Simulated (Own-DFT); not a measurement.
# A layer strained by its substrate: wurtzite GaN, 72 atoms (Ga36N36)

Source: density functional calculations with Own-DFT, an unreviewed in-house program that is no longer used. Nothing was measured or relaxed, and spin and spin-orbit coupling are left out.

Common settings: PBE; PseudoDojo norm-conserving scalar-relativistic files (stringent for Ga); cutoff 96 hartree; 4 x 4 x 3 k mesh centred on Gamma; Gaussian smearing of 0.01 eV.

Caveats: forces not confirmed at this smearing and k mesh; stress not checked against mesh or cutoff.

Unstrained cell vectors in Å: (9.567, 0.000, 0.000); (-4.784, 8.285, 0.000); (0.000, 0.000, 10.370). The unstrained cell has measured lattice constants (interpolated for alloys), not those of this functional. That, the random moves and any unrelaxed bonds set the pressure at no strain. Each run strains x and y alike by e, as a substrate would, and holds the height along z. Each atom got a random Gaussian move of width 0.05 Å along each axis. Stress is positive in tension.

| e (%) | u (Å) | (s_xx + s_yy)/2 (GPa) | s_zz (GPa) |
|---|---|---|---|
| -3.00 | 0.051 | -26.28 | -11.57 |
| -2.25 | 0.049 | -20.39 | -10.75 |
| -1.75 | 0.049 | -16.42 | -10.49 |
| -1.00 | 0.053 | ? | ? |
| 0.25 | 0.047 | -4.70 | -8.02 |
| 0.75 | 0.052 | -2.89 | -7.55 |
| 1.50 | 0.048 | 0.73 | -5.57 |
| 2.00 | 0.049 | 2.60 | -4.75 |
| 2.75 | 0.049 | 6.03 | -4.19 |
| 3.00 | 0.052 | 6.70 | -3.03 |

## Working it out

With e as a fraction, the in-plane stress is -6.4 + 541 e - 3703 e² GPa (errors 6 and 418, scatter 0.40), and s_zz is -7.8 + 139 e GPa (slope ± 8, scatter 0.49). At e = 0 the first slope is C11 + C12 and the second 2 C13, both with the ions held to the strained lattice and at the cell's own pressure. The term in e² is negative: the layer stiffens under compression and softens under tension. A free layer would change its height as e changes, and the in-plane slope would drop by 2 C13²/C33 to the biaxial modulus. At fixed height, a misfit of 1 % moves the in-plane stress by about 5.4 GPa and s_zz by 1.4 GPa.

## Check

Asked: what are the two stresses at e = -1.00 %?

Estimate: -12.1 and -9.2 GPa. The hidden result is -13.37 and -8.24 GPa. This run lies off the fit, by chance or by something that the fit leaves out.
